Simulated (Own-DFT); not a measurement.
# Computed records: SiC (2H silicon carbide, atoms displaced), SiC (4H silicon carbide, strained, atoms displaced), GaAs (zincblende with one plane slipped along a stacking-fault path, atoms displaced)

A calculation, not a measurement: plane-wave PBE density functional theory by an unreviewed code, no spin, of a simulated periodic cell, stress positive in tension, free energy of the whole cell less one offset for each atom, forces on such cells passed a denser k mesh, this cell's mesh not checked; offsets are fitted by least squares, one for each functional and potential file, so energies compare only between cells with the same atoms and settings and are not formation energies; the far tail of each file's local potential was reset to the Coulomb form; each entry is a single point on an unrelaxed cell, so the pressure reflects the starting lattice, mostly measured values (interpolated for alloys), from which strain is counted, and rises with the displacements; printed positions are rounded, which can move forces by about a meV/angstrom; the program, named Own-DFT, is a retired in-house code; no spin-orbit coupling. Program: Own-DFT development build.

Settings shared by all entries: functional PBE; potential files PseudoDojo norm-conserving, scalar-relativistic, standard set; wave cutoff 42 hartree; occupations Fermi-Dirac; smearing width 0.1 eV; hardware one NVIDIA H100.

(1) SiC (2H silicon carbide, atoms displaced)

```
cell vectors (Å)
   6.1654     0.0000     0.0000
  -3.0827     5.3394     0.0000
   0.0000     0.0000    10.0681
atoms (fractions of the cell vectors)
Si  0.99680  0.99288  0.00060
Si  0.16815  0.32163  0.24814
C   0.00579  0.00150  0.18912
C   0.17147  0.33873  0.43986
Si  0.99471  0.99948  0.49868
Si  0.17624  0.33890  0.74756
C   0.00771  0.00195  0.68212
C   0.16775  0.33410  0.93678
Si  0.99597  0.49951  0.00318
Si  0.16929  0.83496  0.24789
C   0.00094  0.49631  0.18480
C   0.16232  0.82803  0.43365
Si  0.99773  0.49328  0.50150
Si  0.16954  0.83161  0.74344
C   0.00685  0.49978  0.68613
C   0.16606  0.83970  0.94299
Si  0.51157  0.01127  0.99826
Si  0.66588  0.33730  0.24592
C   0.50291  0.99910  0.18650
C   0.66340  0.33560  0.43633
Si  0.49439  0.99923  0.49952
Si  0.67033  0.33391  0.75294
C   0.50006  0.00459  0.68784
C   0.66793  0.33661  0.93963
Si  0.49375  0.50455  0.99756
Si  0.65623  0.83110  0.25295
C   0.49327  0.50006  0.18584
C   0.65825  0.82479  0.43109
Si  0.50147  0.50283  0.50492
Si  0.66978  0.82693  0.75006
C   0.49587  0.50294  0.69086
C   0.66556  0.83500  0.93586
```

It was run with k mesh 5 x 5 x 3 centred on Gamma.

Results for SiC (2H silicon carbide, atoms displaced): free energy of cell above offsets -4.741 eV; pressure 3.79 GPa; stress xx -2.32 GPa; stress yy -2.77 GPa; stress zz -6.29 GPa; stress yz -0.15 GPa; stress xz 0.05 GPa; stress xy -0.12 GPa; wall time 137.5 s.

Force:
```csv
element,x (eV/Å),y (eV/Å),z (eV/Å)
Si,-0.262,1.252,0.041
Si,-1.172,1.529,0.703
C,-1.049,-1.285,-0.307
C,-0.072,-0.958,-0.443
Si,0.521,-0.12,-1.07
Si,-1.223,-1.272,0.875
C,-0.749,-0.311,1.017
C,-0.726,-0.388,-0.196
Si,0.887,0.569,-1.03
Si,0.169,-0.789,-0.131
C,-0.071,0.043,1.166
C,-0.187,0.247,0.913
Si,-0.393,0.627,-1.16
Si,-0.378,0.339,1.585
C,-0.777,-0.211,0.461
C,1.136,-0.801,-1.51
Si,-1.087,-1.287,0.339
Si,0.316,-0.137,0.463
C,-0.431,0.66,-0.061
C,0.337,-0.317,0.377
Si,0.181,0.046,-0.605
Si,-0.049,0.203,-0.474
C,1.042,-0.405,-0.058
C,-0.31,0.571,-0.387
Si,0.586,-0.38,0.468
Si,1.284,-0.003,-1.614
C,0.759,0.224,-0.153
C,-0.019,1.014,2.518
Si,-0.017,-0.402,-1.143
Si,-0.444,1.722,-0.3
C,1.892,-0.065,-0.476
C,0.304,0.087,0.194
```

(2) SiC (4H silicon carbide, strained, atoms displaced)

```
cell vectors (Å)
   9.3105    -0.1326     0.0579
  -4.7701     8.1630    -0.1446
   0.0631    -0.1454    10.2122
atoms (fractions of the cell vectors)
Si  0.00627  0.00425  0.40204
Si  0.11281  0.22150  0.15993
C   0.01005  0.01163  0.09947
C   0.11851  0.22807  0.34149
Si  0.98194  0.32086  0.39952
Si  0.10454  0.54763  0.15384
C   0.99626  0.33251  0.09201
C   0.11109  0.55909  0.34650
Si  0.99875  0.66686  0.40522
Si  0.10712  0.88304  0.15853
C   0.99829  0.65481  0.10142
C   0.10634  0.88966  0.33917
Si  0.33007  0.99682  0.40826
Si  0.45214  0.23159  0.15267
C   0.33203  0.99863  0.09478
C   0.43448  0.20794  0.33985
Si  0.33624  0.34259  0.39898
Si  0.44400  0.55026  0.15689
C   0.32711  0.33569  0.09510
C   0.44044  0.55322  0.34161
Si  0.33604  0.67061  0.39297
Si  0.44166  0.88250  0.15332
C   0.33851  0.67394  0.09968
C   0.43633  0.87745  0.34294
Si  0.66822  0.99416  0.40153
Si  0.77667  0.22619  0.15569
C   0.67366  0.99726  0.09241
C   0.77230  0.21420  0.33502
Si  0.67461  0.33438  0.40833
Si  0.77536  0.55099  0.14918
C   0.67336  0.33944  0.09946
C   0.78123  0.55713  0.34861
Si  0.65627  0.65832  0.40074
Si  0.78383  0.89348  0.15318
C   0.66524  0.66516  0.09983
C   0.77606  0.88768  0.34683
Si  0.01878  0.01023  0.90362
Si  0.88159  0.77895  0.66191
C   0.99451  0.99415  0.59356
C   0.89228  0.79500  0.84384
Si  0.99867  0.67445  0.91281
Si  0.88522  0.43838  0.65530
C   0.00115  0.66280  0.58939
C   0.88890  0.43123  0.83545
Si  0.98434  0.32777  0.91097
Si  0.89186  0.11105  0.65979
C   0.99853  0.32952  0.59660
C   0.89373  0.11497  0.84155
Si  0.66872  0.99874  0.90549
Si  0.56195  0.78171  0.65788
C   0.67472  0.01211  0.59146
C   0.55730  0.77862  0.84987
Si  0.67186  0.65735  0.91101
Si  0.54294  0.43656  0.66372
C   0.67172  0.67977  0.60324
C   0.54896  0.44724  0.84773
Si  0.67769  0.34569  0.90939
Si  0.56089  0.12097  0.64972
C   0.66595  0.33870  0.59293
C   0.56421  0.11669  0.85161
Si  0.32300  0.99436  0.91143
Si  0.21422  0.77201  0.65199
C   0.32832  0.99727  0.59196
C   0.21623  0.77893  0.84846
Si  0.33699  0.67182  0.90860
Si  0.21330  0.43225  0.65153
C   0.33137  0.66057  0.59346
C   0.21880  0.43034  0.84061
Si  0.33650  0.34000  0.89694
Si  0.22908  0.11822  0.65578
C   0.33378  0.32870  0.59832
C   0.21162  0.11640  0.84142
```

It was run with k mesh 4 x 4 x 3 centred on Gamma.

Results for SiC (4H silicon carbide, strained, atoms displaced): free energy of cell above offsets -5.087 eV; pressure -1.09 GPa; stress xx -0.36 GPa; stress yy 0.21 GPa; stress zz 3.41 GPa; stress yz -4.61 GPa; stress xz 1.9 GPa; stress xy -6.84 GPa; wall time 381.8 s.

Force:
```csv
element,x (eV/Å),y (eV/Å),z (eV/Å)
Si,-0.908,-0.509,1.153
Si,-0.736,1.168,-0.546
C,0.318,-2.642,-1.619
C,-1.765,-0.708,0.711
Si,2.802,2.302,1.59
Si,1.307,1.084,1.333
C,0.427,-0.513,0.669
C,-0.485,-1.701,-1.236
Si,0.326,0.715,0.25
Si,0.291,1.048,-0.272
C,-1.225,1.737,-1.856
C,0.819,-0.725,1.256
Si,-0.069,-0.505,-0.891
Si,-1.473,-1.945,0.744
C,0.124,0.188,0.036
C,0.714,2.714,0.463
Si,1.259,-2.188,1.593
Si,-1.093,1.105,-0.426
C,1.869,-0.15,-1.262
C,0.104,0.365,-0.352
Si,-0.596,-1.958,3.151
Si,0.181,2.566,0.787
C,-0.167,-3.178,-1.391
C,0.338,2.851,-0.6
Si,-1.321,0.213,0.894
Si,0.606,-1.478,-0.773
C,-1.415,0.76,0.194
C,-0.953,-0.154,1.25
Si,-1.93,-0.284,-0.921
Si,-0.211,1.781,3.048
C,-0.336,-1.118,-1.739
C,-1.28,-1.089,-1.272
Si,1.907,1.808,1.865
Si,-0.182,-0.228,0.944
C,1.27,-0.072,-1.15
C,0.797,-0.463,-1.302
Si,-5.579,-0.946,2.339
Si,2.466,0.465,-1.403
C,0.899,1.278,-0.298
C,1.144,-2.746,1.362
Si,0.578,-1.091,-1.116
Si,0.773,1.053,-0.746
C,-1.858,-0.296,1.006
C,-1.825,2.869,1.69
Si,3.233,0.005,-1.337
Si,-0.073,0.121,-0.775
C,-1.171,-0.807,-1.871
C,-0.084,-1.172,1.173
Si,0.236,0.474,0.107
Si,-2.119,0.402,0.383
C,-0.539,-1.254,-0.18
C,0.564,-0.438,-0.678
Si,-2.282,3.132,-0.035
Si,1.758,2.63,-1.167
C,-0.642,-3.29,-1.968
C,3.212,-0.599,-0.476
Si,-0.761,-2.295,-0.583
Si,0.042,-1.536,1.574
C,-0.217,-0.31,0.211
C,-1.573,-0.227,-0.949
Si,1.297,1.801,-0.91
Si,1.603,0.455,0.861
C,0.63,0.43,0.588
C,0.789,-0.597,-0.837
Si,-0.386,-1.33,-0.473
Si,0.814,2.13,1.002
C,0.165,0.502,-0.538
C,-1.971,2.322,0.437
Si,-1.856,-1.635,2.672
Si,-1.198,-2.489,-0.278
C,-1.171,0.661,-2.051
C,5.788,1.533,-1.057
```

(3) SiC (4H silicon carbide, strained, atoms displaced)

```
cell vectors (Å)
   9.0868     0.1290    -0.0425
  -4.4317     7.8266     0.0317
  -0.0463     0.0131    10.0946
atoms (fractions of the cell vectors)
Si  0.00656  0.00608  0.40058
Si  0.12076  0.22425  0.15530
C   0.01215  0.01319  0.09093
C   0.10878  0.22200  0.34792
Si  0.98592  0.33203  0.40989
Si  0.11526  0.55640  0.16020
C   0.99171  0.33406  0.09081
C   0.11834  0.56161  0.35171
Si  0.99778  0.67623  0.40729
Si  0.11172  0.89567  0.15442
C   0.99829  0.66573  0.09030
C   0.12269  0.89512  0.33850
Si  0.32901  0.00111  0.40764
Si  0.43793  0.22258  0.16412
C   0.34420  0.01132  0.09167
C   0.44692  0.23076  0.34822
Si  0.33154  0.34115  0.40260
Si  0.44193  0.55393  0.15857
C   0.34092  0.33405  0.09508
C   0.44520  0.56302  0.34162
Si  0.33511  0.67172  0.39854
Si  0.44372  0.89052  0.16171
C   0.32793  0.65792  0.09144
C   0.45083  0.90084  0.34375
Si  0.67007  0.99834  0.40149
Si  0.77278  0.22353  0.15282
C   0.65833  0.99509  0.09401
C   0.77012  0.21930  0.35121
Si  0.66299  0.32180  0.41552
Si  0.78814  0.55862  0.15545
C   0.67482  0.33919  0.09723
C   0.78173  0.55931  0.33979
Si  0.66570  0.66690  0.40846
Si  0.76886  0.88194  0.16162
C   0.66375  0.66643  0.09621
C   0.78626  0.89641  0.34578
Si  0.99255  0.99704  0.91165
Si  0.89047  0.78616  0.65985
C   0.00521  0.00540  0.58649
C   0.89504  0.78124  0.84694
Si  0.00606  0.67871  0.90873
Si  0.88395  0.44549  0.66234
C   0.01168  0.67264  0.59148
C   0.89426  0.44958  0.83453
Si  0.99453  0.32834  0.90909
Si  0.88560  0.09395  0.65151
C   0.00586  0.34539  0.59026
C   0.88585  0.11184  0.84062
Si  0.66853  0.00488  0.91193
Si  0.56250  0.78490  0.64988
C   0.66665  0.99825  0.58561
C   0.55192  0.77310  0.84902
Si  0.65573  0.67195  0.91116
Si  0.55506  0.45258  0.65444
C   0.66574  0.66566  0.59920
C   0.54596  0.43407  0.83894
Si  0.66152  0.33684  0.90247
Si  0.55610  0.10850  0.64800
C   0.66406  0.33872  0.58127
C   0.55308  0.11000  0.84396
Si  0.32933  0.00586  0.90578
Si  0.22005  0.77231  0.65503
C   0.32688  0.99787  0.59469
C   0.21716  0.76523  0.84250
Si  0.33142  0.66053  0.90386
Si  0.22256  0.44510  0.65656
C   0.33480  0.66554  0.58542
C   0.20979  0.43451  0.83762
Si  0.33589  0.33627  0.90441
Si  0.22587  0.11727  0.65823
C   0.33192  0.32978  0.59449
C   0.21823  0.11187  0.84655
```

It was run with k mesh 4 x 4 x 3 centred on Gamma.

It finds free energy of cell above offsets -5.575 eV; pressure 12.24 GPa; stress xx -16.89 GPa; stress yy -12.85 GPa; stress zz -6.98 GPa; stress yz 0.53 GPa; stress xz -2.36 GPa; stress xy 6.87 GPa; wall time 335.1 s.

Force:
```csv
element,x (eV/Å),y (eV/Å),z (eV/Å)
Si,0.465,-0.761,0.755
Si,-2.037,1.218,0.653
C,-1.977,-2.152,0.795
C,-0.292,1.566,-1.582
Si,2.192,1.136,-0.184
Si,-1.123,-0.409,-0.039
C,1.766,-0.283,1.158
C,-1.929,-0.964,-2.013
Si,1.498,-0.891,-0.105
Si,1.796,-0.78,-0.435
C,1.023,1.579,0.755
C,-2.061,-0.577,0.089
Si,1.079,1.325,0.541
Si,3.216,0.515,-0.34
C,-1.332,-1.688,0.335
C,-0.327,-1.08,-0.204
Si,0.184,-0.606,1.566
Si,0.792,0.239,-0.417
C,-1.89,0.926,-0.929
C,0.942,-0.385,0.211
Si,-0.163,0.695,1.784
Si,-0.336,-0.574,-1.526
C,-0.019,1.448,0.301
C,-0.017,-1.316,0.101
Si,-0.832,0.468,0.638
Si,1.362,-1.013,1.533
C,0.923,0.794,0.741
C,1.302,-0.221,-2.324
Si,-1.43,2.684,-4.401
Si,-1.623,-0.289,0.332
C,-2.703,-0.152,-1.454
C,-0.29,-0.616,1.192
Si,0.767,0.092,-0.383
Si,1.138,1.646,-0.881
C,0.399,-0.428,-0.176
C,0.037,-1.673,-0.403
Si,0.786,1.248,-1.199
Si,1.727,-0.984,-0.592
C,0.934,-1.188,0.391
C,-2.832,0.028,-0.386
Si,0.957,-2.804,-0.678
Si,0.937,0.426,-3.482
C,-3.299,-0.773,0.344
C,-1.7,-0.203,3.691
Si,-0.338,0.99,-1.421
Si,-1.716,4.072,0.634
C,-0.771,-2.402,1.055
C,-0.11,-1.167,0.323
Si,-0.421,-1.04,-1.208
Si,-1.975,-1.658,1.561
C,0.503,0.362,0.426
C,-1.918,2.319,-2.198
Si,4.066,-2.065,-0.005
Si,0.098,-2.554,0.134
C,0.867,1.618,-1.501
C,-0.359,2.879,0.32
Si,2.506,-0.552,0.918
Si,-1.143,0.759,1.408
C,0.456,-0.241,5.6
C,-0.228,0.364,-0.896
Si,1.96,-1.549,-0.143
Si,0.98,0.836,0.37
C,1.191,0.048,-0.289
C,-0.235,2.658,0.101
Si,-0.498,-0.515,0.347
Si,-0.366,-0.047,-1.186
C,0.777,0.741,1.039
C,1.182,1.098,1.743
Si,-1.141,-1.021,0.306
Si,-0.355,-1.076,0.321
C,-0.066,1.81,-0.94
C,-0.958,0.105,-0.592
```

(4) GaAs (zincblende with one plane slipped along a stacking-fault path, atoms displaced)

```
cell vectors (Å)
   5.6533    -5.6533     0.0000
   0.0000     5.6533    -5.6533
  11.4950    11.4950    10.9297
atoms (fractions of the cell vectors)
Ga  0.98046  0.99034  0.99987
As  0.99232  0.98214  0.12281
Ga  0.16610  0.34448  0.16357
As  0.17364  0.33115  0.29746
Ga  0.31288  0.14633  0.32853
As  0.32640  0.13500  0.45909
Ga  0.01904  0.04185  0.49726
As  0.01786  0.00308  0.62359
Ga  0.18849  0.35985  0.66614
As  0.16337  0.34201  0.79168
Ga  0.34791  0.17014  0.83708
As  0.33068  0.17106  0.95832
Ga  0.99383  0.49850  0.00206
As  0.00134  0.49410  0.12721
Ga  0.15021  0.82430  0.16627
As  0.15313  0.82435  0.29181
Ga  0.33762  0.66518  0.33074
As  0.32215  0.64505  0.45813
Ga  0.02137  0.54968  0.50053
As  0.02766  0.52872  0.62713
Ga  0.18746  0.85177  0.66428
As  0.17187  0.85113  0.79302
Ga  0.34666  0.68466  0.83008
As  0.32001  0.65409  0.95542
Ga  0.50974  0.00823  0.99729
As  0.48239  0.97547  0.12248
Ga  0.66179  0.32799  0.16248
As  0.66918  0.31935  0.29268
Ga  0.81640  0.13911  0.33115
As  0.82677  0.12942  0.46035
Ga  0.50776  0.01737  0.50021
As  0.50456  0.02114  0.62725
Ga  0.67862  0.35907  0.67019
As  0.68412  0.35800  0.79107
Ga  0.82734  0.16576  0.83884
As  0.84346  0.17627  0.95727
Ga  0.50085  0.50432  0.00250
As  0.50204  0.49338  0.12364
Ga  0.66791  0.83096  0.15994
As  0.65950  0.81056  0.29257
Ga  0.83511  0.65616  0.33452
As  0.81858  0.63707  0.45953
Ga  0.50635  0.52243  0.49708
As  0.51403  0.51402  0.62838
Ga  0.67053  0.83992  0.66770
As  0.67626  0.85066  0.78725
Ga  0.84409  0.66903  0.83611
As  0.81937  0.65414  0.95494
```

Settings of this run: k mesh 4 x 4 x 2 centred on Gamma.

The calculation gives: free energy of cell above offsets -14.634 eV; pressure 5.01 GPa; stress xx -5.19 GPa; stress yy -5 GPa; stress zz -4.84 GPa; stress yz 0.12 GPa; stress xz -1.15 GPa; stress xy 2.57 GPa; wall time 806.7 s.

Force:
```csv
element,x (eV/Å),y (eV/Å),z (eV/Å)
Ga,0.363,-1.16,-0.044
As,0.412,0.879,-1.391
Ga,1.079,-0.916,1.903
As,-1.855,0.14,-0.608
Ga,1.869,-0.187,0.074
As,-0.812,0.711,-2.934
Ga,2.166,-1.791,3.531
As,-0.631,1.362,-0.909
Ga,-0.519,-0.14,1.372
As,0.631,-0.318,0.21
Ga,-0.597,0.463,-1.225
As,0.336,0.373,0.672
Ga,0.187,0.053,-0.35
As,-1.233,0.658,-0.772
Ga,0.671,-0.467,0.45
As,0.185,-1.16,-0.062
Ga,-0.206,0.795,0.524
As,0.061,0.347,-2.375
Ga,0.519,-0.602,2.743
As,-1.206,-0.086,0.396
Ga,0.177,0.981,0.821
As,-0.05,-0.753,-0.017
Ga,-0.551,-0.043,0.532
As,0.941,0.281,-0.754
Ga,-0.895,-0.025,0.617
As,0.456,0.546,-0.883
Ga,0.412,-0.33,1.407
As,-1.012,0.336,-0.4
Ga,1.093,-0.025,0.085
As,-2.571,2.418,-3.405
Ga,0.947,-1.107,2.164
As,1.12,-1.144,-0.672
Ga,0.232,-1.27,0
As,-0.177,-0.088,1.423
Ga,-0.546,-0.849,-1.44
As,0.074,0.762,0.734
Ga,-1.093,-0.196,-0.01
As,-0.089,0.661,-0.113
Ga,0.163,0.673,1.137
As,-0.209,-0.823,-1.077
Ga,-0.474,0.294,1.046
As,-0.497,0.784,-2.526
Ga,0.382,-0.51,2.562
As,-0.747,-0.36,-1
Ga,-0.071,-0.398,-1.356
As,0.999,0.24,1.176
Ga,-0.601,0.307,-1.33
As,1.165,0.679,0.071
```
